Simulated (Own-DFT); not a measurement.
# Strain and stress in beta-Si3N4, 112 atoms (N64Si48)

Calculated results; nothing here was measured. They come from Own-DFT, an in-house plane-wave density functional program, since retired, whose code no person has reviewed. Each row is one single-point run on a periodic cell that was not relaxed, without spin or spin-orbit coupling.

Settings of every run: PBE; PseudoDojo norm-conserving scalar-relativistic files; cutoff 42 hartree; 2 x 2 x 4 k mesh centred on Gamma; Fermi-Dirac smearing of 0.1 eV.

Known limits: forces on such cells moved up to 12 meV/angstrom on a denser k mesh; stress not checked against mesh or cutoff.

Unstrained cell vectors in Å: (15.212, 0.000, 0.000); (-7.606, 13.174, 0.000); (0.000, 0.000, 5.818). The unstrained cell has measured lattice constants (interpolated for alloys), not those of this functional. That, the random moves and any unrelaxed bonds set the pressure at no strain. Each run strains this cell uniformly, with the atoms carried along. Every atom was also moved at random, by a Gaussian of width 0.05 Å on each axis. Strain is the symmetric tensor, in per cent. Stress is positive in tension, and the pressure is minus a third of its trace.

| run | e_xx (%) | e_yy (%) | e_zz (%) | e_yz (%) | e_xz (%) | e_xy (%) | s_xx (GPa) | s_yy (GPa) | s_zz (GPa) | s_yz (GPa) | s_xz (GPa) | s_xy (GPa) | P (GPa) | E (meV/atom) |
|---|---|---|---|---|---|---|---|---|---|---|---|---|---|---|
| 1 | -0.29 | -2.00 | 0.91 | -1.08 | -1.79 | 1.41 | -11.24 | -15.54 | -6.21 | -3.15 | -6.63 | 5.17 | 11.00 | 0.0 |
| 2 | -1.40 | 0.17 | -0.95 | 1.11 | 1.57 | 1.96 | -17.79 | -9.81 | -18.45 | 3.72 | 4.09 | 6.25 | 15.35 | 63.4 |
| 3 | -1.45 | 1.15 | -1.58 | 0.32 | -1.20 | 0.52 | -14.54 | -5.72 | -21.96 | 0.58 | -6.02 | 2.02 | 14.07 | 27.1 |
| 4 | 2.00 | -0.94 | -1.27 | 0.47 | 1.18 | 1.04 | 0.87 | -12.73 | -18.23 | 1.26 | 5.45 | 3.72 | 10.03 | 38.3 |
| 5 | 1.44 | 0.88 | 0.78 | 0.88 | 0.71 | 1.04 | 2.02 | -1.32 | -3.10 | 1.73 | 2.38 | 5.10 | 0.80 | 5.1 |
| 6 | 1.30 | 1.61 | 0.85 | 1.73 | -1.61 | -0.30 | 3.09 | 1.76 | -3.01 | 4.18 | -5.71 | -0.82 | -0.61 | 11.8 |
| 7 | -0.15 | 1.23 | 0.24 | 0.05 | -0.60 | 0.47 | -5.39 | -1.80 | -7.11 | 0.87 | -2.07 | 0.30 | 4.77 | 15.5 |
| 8 | -0.66 | -1.70 | 0.91 | -1.77 | 1.03 | -1.68 | -14.23 | -19.48 | -4.16 | -6.99 | 1.27 | -8.45 | 12.62 | 41.5 |
| 9 | 0.82 | 1.33 | -1.00 | 0.16 | 1.45 | -0.93 | -3.32 | 0.87 | -16.81 | 2.55 | 5.06 | -2.60 | 6.42 | 28.6 |
| 10 | -0.58 | -0.08 | 1.75 | 1.77 | -1.09 | -1.48 | -6.48 | -9.72 | -0.01 | 6.52 | -4.01 | -4.61 | 5.40 | 11.9 |
| 11 | -0.34 | 1.77 | 0.62 | -0.45 | -1.56 | 1.30 | -7.16 | 1.11 | -6.48 | -1.41 | -5.79 | 3.49 | 4.18 | 41.6 |
| 12 | 0.05 | -0.58 | -0.57 | 1.77 | 0.87 | 0.06 | -9.44 | -11.16 | -12.96 | 4.86 | 3.28 | 1.91 | 11.19 | 27.6 |
| 13 | -0.91 | 0.27 | 0.48 | 1.90 | 0.45 | 1.85 | -10.68 | -5.04 | -10.48 | 5.71 | 1.55 | 8.09 | 8.73 | 21.1 |
| 14 | -1.92 | -0.06 | 0.74 | -0.31 | -0.07 | 0.09 | -15.10 | -12.50 | -7.29 | -0.31 | 0.17 | -0.96 | 11.63 | 31.5 |
| 15 | -0.20 | 1.58 | 1.14 | -0.75 | 0.12 | 0.63 | ? | ? | ? | ? | ? | ? | ? | ? |

E is the free energy for each atom above the lowest run shown.

## Worked fit

Each stress component was fitted by least squares to a constant and the strains of the runs shown, as fractions, with shears doubled. Shear strains stay in the fit of a normal stress only where such slopes are resolved. The slopes, in GPa:

| stress | at no strain | per e_xx | per e_yy | per e_zz | scatter |
|---|---|---|---|---|---|
| s_xx | -7.6 | 521 ± 33 | 162 ± 32 | 149 ± 38 | 1.37 |
| s_yy | -8.2 | 136 ± 42 | 524 ± 42 | 52 ± 49 | 1.77 |
| s_zz | -10.6 | 97 ± 30 | 30 ± 29 | 669 ± 34 | 1.23 |

Each shear stress against twice its own strain: yz 154 ± 17, xz 174 ± 14, xy 183 ± 13 GPa. These are stiffnesses along x, y and z of the frame in which the cell vectors are given, which need not be the crystal's axes. The atoms are held to the strained lattice; where symmetry lets them move under strain, relaxing them would lower some slopes. The table should be nearly symmetric about its diagonal, and what it lacks of that shows the noise. A ninth of its sum, 260 ± 10 GPa, estimates the bulk modulus near the mean pressure of these runs, 8.3 GPa, so it lies above the value at zero pressure.

## Withheld run

Question: what normal stresses and pressure should run 15 give?

The fit gives s_xx = -4.4, s_yy = 0.4, s_zz = -2.7 and P = 2.2 GPa. The calculation gave -6.56, 1.57, -0.48 and P = 1.82 GPa.
